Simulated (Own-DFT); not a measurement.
Hf$_{36}$O$_{71}$ (tetragonal hafnia with one neutral oxygen vacancy, atoms displaced) (calculated)

Computed with Own-DFT development build. A calculation, not a measurement: plane-wave PBE and HSE06 DFT by an unreviewed code, no spin, of a simulated cell at Gamma alone, so results move with cell size and shape, stress positive in tension, energies less offsets, not probed for a lower state with spin; hafnium file: forces about 75 meV/angstrom off all-electron values; oxygen file: force components 24 meV/angstrom off all-electron in a glass; k mesh not checked against a denser one; forces and stress are PBE's, HSE06 gives the energy alone, and its difference from PBE has offsets of its own; offsets are fitted by least squares, one for each functional and potential file, so energies compare only between cells with the same atoms and settings and are not formation energies; the far tail of each file's local potential was reset to the Coulomb form; each entry is a single point on an unrelaxed cell, so the pressure reflects the starting lattice, taken from the Materials Project, from which strain is counted, and rises with the displacements; printed positions are rounded, which can move forces by about a meV/angstrom; the program is a retired in-house code; no spin-orbit coupling.

Settings shared by all entries: first functional PBE; second functional HSE06; exact exchange share 0.25; screening 0.11 1/bohr; exchange divergence Gygi-Baldereschi; potential files PseudoDojo norm-conserving, scalar-relativistic, made for PBE, standard set; wave cutoff 48 hartree; occupations fixed; k mesh 1 x 1 x 1 centred on Gamma.

```json
{"entry": 1, "formula": "Hf36O71", "kind": "tetragonal hafnia with one neutral oxygen vacancy, atoms displaced", "structure": {"cell_angstrom": [[10.78, 0.0, 0.0], [0.0, 10.78, 0.0], [0.0, 0.0, 10.4493]], "atoms_fractional": [["Hf", 0.99744, 0.00498, 6e-05], ["Hf", 0.17298, 0.17121, 0.25109], ["O", 0.99989, 0.16053, 0.15108], ["O", 0.16886, 0.99999, 0.34477], ["O", 0.00294, 0.17125, 0.39895], ["O", 0.16262, 0.0036, 0.09318], ["Hf", 0.00034, 0.99823, 0.49379], ["Hf", 0.15882, 0.16435, 0.74809], ["O", 0.99981, 0.17337, 0.64734], ["O", 0.16499, 0.99776, 0.84915], ["O", 0.99772, 0.16373, 0.89944], ["O", 0.17005, 0.00391, 0.5947], ["Hf", 0.99966, 0.32417, 0.99596], ["Hf", 0.16895, 0.49972, 0.25768], ["O", 0.99696, 0.50011, 0.14874], ["O", 0.16619, 0.32214, 0.34287], ["O", 0.00292, 0.50316, 0.4068], ["O", 0.16071, 0.33063, 0.10213], ["Hf", 0.99733, 0.3367, 0.50492], ["Hf", 0.16587, 0.49757, 0.74682], ["O", 0.99761, 0.5, 0.65522], ["O", 0.16595, 0.32416, 0.84411], ["O", 0.99372, 0.49344, 0.90871], ["O", 0.16583, 0.33567, 0.59663], ["Hf", 0.00248, 0.65995, 0.003], ["Hf", 0.17138, 0.83399, 0.24805], ["O", 0.00156, 0.84036, 0.15399], ["O", 0.15611, 0.66502, 0.34495], ["O", 0.00942, 0.83581, 0.39607], ["O", 0.17061, 0.66235, 0.09881], ["Hf", 0.99931, 0.67528, 0.49887], ["Hf", 0.1673, 0.83626, 0.75025], ["O", 0.16472, 0.66495, 0.8498], ["O", 0.00279, 0.83571, 0.89851], ["O", 0.16685, 0.67109, 0.59577], ["Hf", 0.33994, 0.00513, 0.0057], ["Hf", 0.49492, 0.1622, 0.24118], ["O", 0.33543, 0.17299, 0.15094], ["O", 0.49875, 0.99598, 0.35211], ["O", 0.325, 0.16495, 0.40536], ["O", 0.50566, 0.00917, 0.10416], ["Hf", 0.33776, 0.9966, 0.49817], ["Hf", 0.49912, 0.175, 0.75854], ["O", 0.3366, 0.17046, 0.65095], ["O", 0.50442, 0.00787, 0.83926], ["O", 0.33587, 0.16364, 0.90491], ["O", 0.50177, 0.99581, 0.59035], ["Hf", 0.33712, 0.32617, 0.9999], ["Hf", 0.49877, 0.502, 0.24766], ["O", 0.33215, 0.50572, 0.14997], ["O", 0.50084, 0.33329, 0.34435], ["O", 0.34204, 0.50292, 0.40003], ["O", 0.49356, 0.33069, 0.09536], ["Hf", 0.33333, 0.32602, 0.49926], ["Hf", 0.50071, 0.50224, 0.74331], ["O", 0.33294, 0.50479, 0.65043], ["O", 0.49828, 0.33429, 0.85455], ["O", 0.32854, 0.49761, 0.9066], ["O", 0.50295, 0.3366, 0.59445], ["Hf", 0.33281, 0.66158, 0.99683], ["Hf", 0.50169, 0.83112, 0.25812], ["O", 0.32549, 0.83611, 0.14806], ["O", 0.50542, 0.66383, 0.33994], ["O", 0.33018, 0.83226, 0.40059], ["O", 0.49079, 0.6611, 0.09986], ["Hf", 0.33684, 0.66635, 0.50573], ["Hf", 0.50532, 0.82729, 0.74873], ["O", 0.33061, 0.83904, 0.65343], ["O", 0.50266, 0.66524, 0.84686], ["O", 0.32839, 0.83984, 0.91003], ["O", 0.49778, 0.67125, 0.59363], ["Hf", 0.66642, 0.99086, 0.99415], ["Hf", 0.83699, 0.17359, 0.24298], ["O", 0.6681, 0.15878, 0.15025], ["O", 0.82974, 0.99724, 0.34694], ["O", 0.66844, 0.16883, 0.40697], ["O", 0.83512, 0.00743, 0.10539], ["Hf", 0.6632, 0.00492, 0.49856], ["Hf", 0.83484, 0.17244, 0.75595], ["O", 0.66932, 0.17667, 0.65091], ["O", 0.83503, 0.00772, 0.84565], ["O", 0.66328, 0.16661, 0.90632], ["O", 0.83468, 0.00159, 0.60441], ["Hf", 0.67242, 0.32204, 0.0003], ["Hf", 0.83142, 0.50253, 0.24682], ["O", 0.66755, 0.50778, 0.15584], ["O", 0.83288, 0.32992, 0.3448], ["O", 0.66583, 0.50407, 0.40255], ["O", 0.83297, 0.3274, 0.09648], ["Hf", 0.6723, 0.32947, 0.51423], ["Hf", 0.82926, 0.49853, 0.74251], ["O", 0.66474, 0.50328, 0.64276], ["O", 0.83102, 0.33285, 0.84562], ["O", 0.65889, 0.50471, 0.89893], ["O", 0.83522, 0.33113, 0.59434], ["Hf", 0.66235, 0.67471, 0.999], ["Hf", 0.83837, 0.83316, 0.25355], ["O", 0.6677, 0.82605, 0.15229], ["O", 0.8423, 0.66513, 0.3493], ["O", 0.67698, 0.82716, 0.4001], ["O", 0.83006, 0.66588, 0.09098], ["Hf", 0.66375, 0.66492, 0.49615], ["Hf", 0.83843, 0.83609, 0.74466], ["O", 0.66448, 0.83549, 0.6507], ["O", 0.82891, 0.67035, 0.84986], ["O", 0.66519, 0.83507, 0.90188], ["O", 0.83375, 0.66525, 0.60234]]}, "results": {"PBE_energy_of_cell_above_offsets [eV]": "-97.853", "HSE06_less_PBE_above_offsets [eV]": "0.023", "PBE_pressure [GPa]": 1.98, "PBE_stress_xx [GPa]": -1.38, "PBE_stress_yy [GPa]": -2.13, "PBE_stress_zz [GPa]": -2.43, "PBE_stress_yz [GPa]": -1.34, "PBE_stress_xz [GPa]": -0.15, "PBE_stress_xy [GPa]": -0.14, "force_element": ["Hf", "Hf", "O", "O", "O", "O", "Hf", "Hf", "O", "O", "O", "O", "Hf", "Hf", "O", "O", "O", "O", "Hf", "Hf", "O", "O", "O", "O", "Hf", "Hf", "O", "O", "O", "O", "Hf", "Hf", "O", "O", "O", "Hf", "Hf", "O", "O", "O", "O", "Hf", "Hf", "O", "O", "O", "O", "Hf", "Hf", "O", "O", "O", "O", "Hf", "Hf", "O", "O", "O", "O", "Hf", "Hf", "O", "O", "O", "O", "Hf", "Hf", "O", "O", "O", "O", "Hf", "Hf", "O", "O", "O", "O", "Hf", "Hf", "O", "O", "O", "O", "Hf", "Hf", "O", "O", "O", "O", "Hf", "Hf", "O", "O", "O", "O", "Hf", "Hf", "O", "O", "O", "O", "Hf", "Hf", "O", "O", "O", "O"], "force_x [eV/angstrom]": [0.443, -1.942, 0.513, 0.106, -0.394, 1.491, -0.012, 1.187, -0.476, -0.076, -0.03, -0.992, 1.02, -0.542, 0.376, 0.577, 0.145, 0.773, 1.01, -0.013, 0.228, -0.205, 0.335, 0.452, -0.187, -1.22, -0.087, 0.725, -0.892, -0.854, 0.185, -0.766, -0.005, -0.638, -0.17, -1.854, 2.419, -0.591, 0.083, 0.795, -0.628, -0.876, -0.263, -0.18, 0.164, 0.248, -0.127, -1.503, -0.04, -0.342, -0.518, -0.969, 2.1, 0.547, 0.315, -0.017, -0.124, 0.061, -0.98, -0.911, -0.347, 2.524, -0.151, 0.525, 1.289, -1.881, -1.036, 1.186, -0.576, 0.846, 0.743, 1.009, -0.298, -0.595, 0.477, -0.272, -0.962, 1.565, 0.147, -0.467, -0.641, 0.308, 0.113, -1.581, 0.312, -0.24, 0.053, 0.385, 0.225, -1.552, 0.193, 0.082, -0.411, 0.477, 0.306, 0.546, -0.241, -0.609, -0.025, -1.008, 0.667, 1.258, 0.678, 0.578, 0.126, -0.522, -0.078], "force_y [eV/angstrom]": [-1.921, -2.351, 0.681, 0.083, -0.643, 0.325, 1.232, -1.13, -0.057, 1.189, 0.63, -0.327, 1.559, 0.003, 0.214, 3.632, -1.022, -0.158, -0.522, 0.121, -0.282, 1.25, 0.164, 0.383, 0.511, 0.064, -0.694, 0.306, 0.09, 0.164, -0.87, -0.228, -0.176, -0.368, 0.031, -1.807, 1.332, -0.62, 0.529, -0.325, -0.913, 0.163, -0.437, 0.262, -1.763, 0.249, 0.227, 1.592, -1.293, -0.854, -0.794, -0.297, -0.113, 0.636, -0.861, 0.067, 0.679, -0.652, 0.24, 0.679, -0.267, 0.455, 1.305, -0.896, 0.817, -0.149, 1.767, -0.507, 0.445, -0.638, -0.029, 2.244, -1.692, 1.342, 0.632, -0.27, -1.018, -0.545, -1.726, -0.376, -1.244, -0.728, -0.505, 2.375, -0.082, -0.602, 1.645, -0.795, -0.046, 0.204, 2.061, -0.237, 0.612, -1.186, 0.772, -2.35, 0.278, 0.559, 0.271, 0.93, 0.157, -0.131, -0.268, -0.337, -0.388, -0.235, 0.569], "force_z [eV/angstrom]": [0.896, -0.905, -0.406, -0.008, 0.544, -0.047, 0.043, -0.637, 0.694, -0.849, -0.859, 0.138, 1.401, -1.431, 0.917, 1.674, 0.166, -0.973, -1.808, 0.946, 0.106, 0.271, -0.909, -0.09, -0.317, -0.07, -0.321, 0.284, 1.149, -0.081, -0.381, 0.722, -0.8, -0.166, 0.275, -0.276, 1.715, -0.395, -0.496, -0.716, -0.789, 0.432, -1.6, 0.514, 0.888, -0.517, 0.7, 0.133, -0.215, 0.696, -0.302, 0.548, 0.367, -0.171, 1.389, 0.256, -0.854, -1.123, 1.014, 0.686, -1.566, 0.707, 1.508, 0.088, -0.574, -1.241, -0.242, 0.09, -0.416, -0.78, 0.991, 1.899, 1.047, 0.238, 0.478, -0.093, -1.702, -0.262, -1.848, 1.063, 0.704, -0.879, -0.882, 0.535, 0.57, -0.546, 0.316, 0.159, -0.096, -3.579, 1.762, 0.835, 0.513, 0.126, 1.686, 0.737, -0.721, -0.229, -0.105, 0.162, 0.617, -0.175, 0.214, 0.411, -1.088, -1.011, -0.471]}}
{"entry": 2, "formula": "Hf36O71", "kind": "tetragonal hafnia with one neutral oxygen vacancy, atoms displaced", "structure": {"cell_angstrom": [[10.78, 0.0, 0.0], [0.0, 10.78, 0.0], [0.0, 0.0, 10.4493]], "atoms_fractional": [["Hf", 0.00218, 0.99705, 0.00122], ["Hf", 0.16892, 0.16928, 0.24591], ["O", 0.99838, 0.16564, 0.15449], ["O", 0.16842, 0.99654, 0.35066], ["O", 0.99604, 0.15718, 0.40541], ["O", 0.16495, 0.0032, 0.09582], ["Hf", 0.99466, 0.00245, 0.50841], ["Hf", 0.16778, 0.16876, 0.74797], ["O", 0.00742, 0.16322, 0.64529], ["O", 0.1659, 0.00083, 0.848], ["O", 0.99672, 0.16224, 0.90881], ["O", 0.16417, 0.99683, 0.60052], ["Hf", 0.99291, 0.32788, 0.9949], ["Hf", 0.16853, 0.50206, 0.25325], ["O", 0.99911, 0.49668, 0.14917], ["O", 0.16039, 0.32699, 0.3523], ["O", 0.99164, 0.48721, 0.40443], ["O", 0.15992, 0.33, 0.09584], ["Hf", 0.00025, 0.33009, 0.50131], ["Hf", 0.16584, 0.49448, 0.7514], ["O", 0.9985, 0.50281, 0.65257], ["O", 0.16579, 0.32622, 0.84792], ["O", 0.99991, 0.50045, 0.91063], ["O", 0.16519, 0.33906, 0.5964], ["Hf", 0.99721, 0.66851, 0.99543], ["Hf", 0.16322, 0.83811, 0.24894], ["O", 0.99898, 0.8291, 0.15819], ["O", 0.16827, 0.66411, 0.34522], ["O", 0.99776, 0.83475, 0.41162], ["O", 0.15714, 0.66493, 0.09951], ["Hf", 0.001, 0.65513, 0.49439], ["Hf", 0.17018, 0.83186, 0.75485], ["O", 0.00371, 0.83672, 0.63987], ["O", 0.15883, 0.65966, 0.84709], ["O", 0.00249, 0.83026, 0.90103], ["O", 0.1695, 0.65314, 0.59798], ["Hf", 0.33457, 2e-05, 0.00167], ["Hf", 0.50589, 0.16532, 0.26578], ["O", 0.33656, 0.16812, 0.15861], ["O", 0.49965, 0.00245, 0.35141], ["O", 0.32818, 0.16786, 0.40622], ["O", 0.49792, 0.99531, 0.10241], ["Hf", 0.33879, 0.0009, 0.50352], ["Hf", 0.49908, 0.17233, 0.744], ["O", 0.33519, 0.17224, 0.65139], ["O", 0.49507, 0.99996, 0.85813], ["O", 0.33267, 0.16364, 0.89333], ["O", 0.4932, 0.00699, 0.60044], ["Hf", 0.33701, 0.33651, 0.00277], ["Hf", 0.49517, 0.50104, 0.24442], ["O", 0.33123, 0.49326, 0.1532], ["O", 0.49907, 0.33556, 0.35088], ["O", 0.33571, 0.51024, 0.38836], ["O", 0.5024, 0.33843, 0.09281], ["Hf", 0.32873, 0.3334, 0.49421], ["Hf", 0.50103, 0.49758, 0.75032], ["O", 0.33382, 0.4955, 0.6562], ["O", 0.50938, 0.33123, 0.84698], ["O", 0.33282, 0.50571, 0.89169], ["O", 0.49401, 0.33647, 0.60311], ["Hf", 0.33387, 0.67298, 0.00083], ["Hf", 0.5043, 0.83336, 0.24637], ["O", 0.33453, 0.83643, 0.14868], ["O", 0.49576, 0.66032, 0.34841], ["O", 0.33436, 0.82494, 0.39764], ["O", 0.49642, 0.67007, 0.09822], ["Hf", 0.3247, 0.66608, 0.50137], ["Hf", 0.4966, 0.83025, 0.74043], ["O", 0.34192, 0.84067, 0.64823], ["O", 0.4977, 0.66927, 0.84221], ["O", 0.32891, 0.83023, 0.90752], ["O", 0.49486, 0.6634, 0.59564], ["Hf", 0.66975, 0.00517, 0.00283], ["Hf", 0.8376, 0.16781, 0.24506], ["O", 0.66722, 0.16842, 0.15029], ["O", 0.83484, 0.00378, 0.33542], ["O", 0.66339, 0.1666, 0.40146], ["O", 0.83402, 0.99959, 0.09954], ["Hf", 0.66831, 0.99609, 0.50764], ["Hf", 0.83481, 0.16343, 0.75031], ["O", 0.66988, 0.1709, 0.65118], ["O", 0.83417, 0.00412, 0.8472], ["O", 0.66959, 0.16542, 0.90526], ["Hf", 0.65962, 0.33356, 0.99957], ["Hf", 0.84138, 0.50419, 0.24714], ["O", 0.67328, 0.50801, 0.15874], ["O", 0.84052, 0.32685, 0.34867], ["O", 0.66522, 0.49782, 0.4022], ["O", 0.82847, 0.32801, 0.0945], ["Hf", 0.66767, 0.34284, 0.50388], ["Hf", 0.83648, 0.50417, 0.74993], ["O", 0.66938, 0.49462, 0.65601], ["O", 0.8275, 0.33299, 0.85038], ["O", 0.67121, 0.50012, 0.8962], ["O", 0.8353, 0.33058, 0.60065], ["Hf", 0.66642, 0.66911, 0.99644], ["Hf", 0.83519, 0.82663, 0.24896], ["O", 0.66021, 0.83383, 0.15124], ["O", 0.83566, 0.6613, 0.35051], ["O", 0.6646, 0.82246, 0.39963], ["O", 0.83539, 0.6628, 0.09566], ["Hf", 0.66783, 0.66536, 0.49673], ["Hf", 0.83267, 0.83951, 0.75616], ["O", 0.67178, 0.83237, 0.64345], ["O", 0.82922, 0.67606, 0.85124], ["O", 0.66672, 0.82827, 0.90238], ["O", 0.83122, 0.66351, 0.59828]]}, "results": {"PBE_energy_of_cell_above_offsets [eV]": "-97.744", "HSE06_less_PBE_above_offsets [eV]": "0.036", "PBE_pressure [GPa]": 1.4, "PBE_stress_xx [GPa]": -1.35, "PBE_stress_yy [GPa]": -1.03, "PBE_stress_zz [GPa]": -1.81, "PBE_stress_yz [GPa]": 0.26, "PBE_stress_xz [GPa]": -0.22, "PBE_stress_xy [GPa]": -0.03, "force_element": ["Hf", "Hf", "O", "O", "O", "O", "Hf", "Hf", "O", "O", "O", "O", "Hf", "Hf", "O", "O", "O", "O", "Hf", "Hf", "O", "O", "O", "O", "Hf", "Hf", "O", "O", "O", "O", "Hf", "Hf", "O", "O", "O", "O", "Hf", "Hf", "O", "O", "O", "O", "Hf", "Hf", "O", "O", "O", "O", "Hf", "Hf", "O", "O", "O", "O", "Hf", "Hf", "O", "O", "O", "O", "Hf", "Hf", "O", "O", "O", "O", "Hf", "Hf", "O", "O", "O", "O", "Hf", "Hf", "O", "O", "O", "O", "Hf", "Hf", "O", "O", "O", "Hf", "Hf", "O", "O", "O", "O", "Hf", "Hf", "O", "O", "O", "O", "Hf", "Hf", "O", "O", "O", "O", "Hf", "Hf", "O", "O", "O", "O"], "force_x [eV/angstrom]": [-0.256, -0.551, 0.993, 0.242, 0.33, 0.052, 0.483, 0.893, -1.453, -0.16, -0.018, 1.456, -0.146, -0.601, 0.534, 0.618, 0.78, 1.33, -0.973, 0.68, 0.284, -0.288, -0.442, 0.27, 0.606, 1.301, -0.212, -1.196, -0.255, 1.729, -0.65, -1.115, -0.677, 0.307, -0.019, -1.135, 1.001, 0.531, 0.262, -0.189, 0.44, 0.625, -2.7, 0.022, -0.904, 0.394, 0.156, 2.614, -1.557, 1.444, -0.502, -0.441, -0.999, -1.094, 0.617, -0.355, -0.294, -0.575, 0.243, 0.817, -0.92, -1.678, -0.896, 0.933, -0.127, 0.219, 2.111, 1.904, -2.402, 0.097, -0.477, 0.883, -1.496, -0.861, -0.977, -0.767, -0.252, 0.279, 0.269, -0.122, -0.222, -0.108, -0.037, 2.307, -0.888, -1.229, -0.554, 0.326, 0.409, 0.108, -0.83, -0.219, 1.002, -0.577, 0.126, 0.124, -0.641, 2.224, 0.387, 0.189, -0.527, -0.768, 0.659, -0.72, 0.545, 0.293, 0.61], "force_y [eV/angstrom]": [0.491, -0.842, -0.071, 0.609, 1.375, -0.346, -1.025, -1.243, 0.036, -0.551, -0.222, 0.175, 0.852, -0.894, 0.058, 1.199, 2.136, -0.183, -1.941, 0.19, -0.118, 1.083, -0.57, -0.13, -1.158, -0.151, 0.437, 0.521, -1.061, 0.057, 1.704, 0.662, -0.378, 1.275, 1.273, 0.706, 0.514, 0.28, 0.302, -1.328, -0.247, 0.404, -0.829, -1.026, -0.063, -0.468, 1.068, -0.175, -0.484, 0.483, -0.102, 0.086, -2.08, 0.338, 0.956, 0.365, -0.03, 0.332, -1.084, -0.24, -1.189, -0.476, -0.332, 0.811, 1.3, -0.553, -0.1, 0.435, -0.556, -0.019, 0.62, 0.304, -0.481, 0.551, -0.412, -2.055, -0.115, -0.551, 0.71, 1.883, -1.039, -1.117, -0.038, -0.082, -2.085, -0.264, 0.982, 0.379, 0.245, -1.348, -0.33, -0.005, 0.014, 0.774, 0.279, -1.087, 1.301, -0.366, 0.705, 2.071, 0.788, -0.933, -0.88, 1.048, -1.317, 1.892, -0.286], "force_z [eV/angstrom]": [0.204, 0.595, -0.593, -0.859, -0.266, 0.455, -0.553, 0.045, 1.267, -0.043, -1.165, -0.116, 1.282, -1.152, 0.858, -0.395, -0.68, -0.061, -0.443, -0.173, 0.043, 0.038, -1.416, 0.335, 0.735, 0.942, -0.855, 0.609, -1.383, -0.283, 1.181, -0.956, 2.807, -0.282, -0.393, 0.241, -0.277, -1.398, -0.672, 0.661, -0.175, -0.028, -1.415, 1.092, -0.536, -1.54, 1.366, 0.487, -0.723, 1.265, -1.288, -0.142, 1.332, 0.879, 0.631, -0.397, -0.729, 0.498, 1.774, -0.756, 0.352, 1.114, 0.235, -0.897, 0.798, -0.38, -1.264, 1.752, 0.136, 0.456, -1.396, 0.211, 0.217, 0.8, 0.231, 1.519, 0.98, -0.971, -1.28, -0.423, 0.234, 0.029, -0.487, -0.661, -0.002, -0.687, -0.199, 0.33, 0.1, -0.18, 0.55, -0.646, -0.844, 1.031, -0.036, 0.444, 0.701, -0.314, -0.059, -0.193, 0.482, 0.471, -1.475, 0.679, -0.405, -0.385, -0.142]}}
```
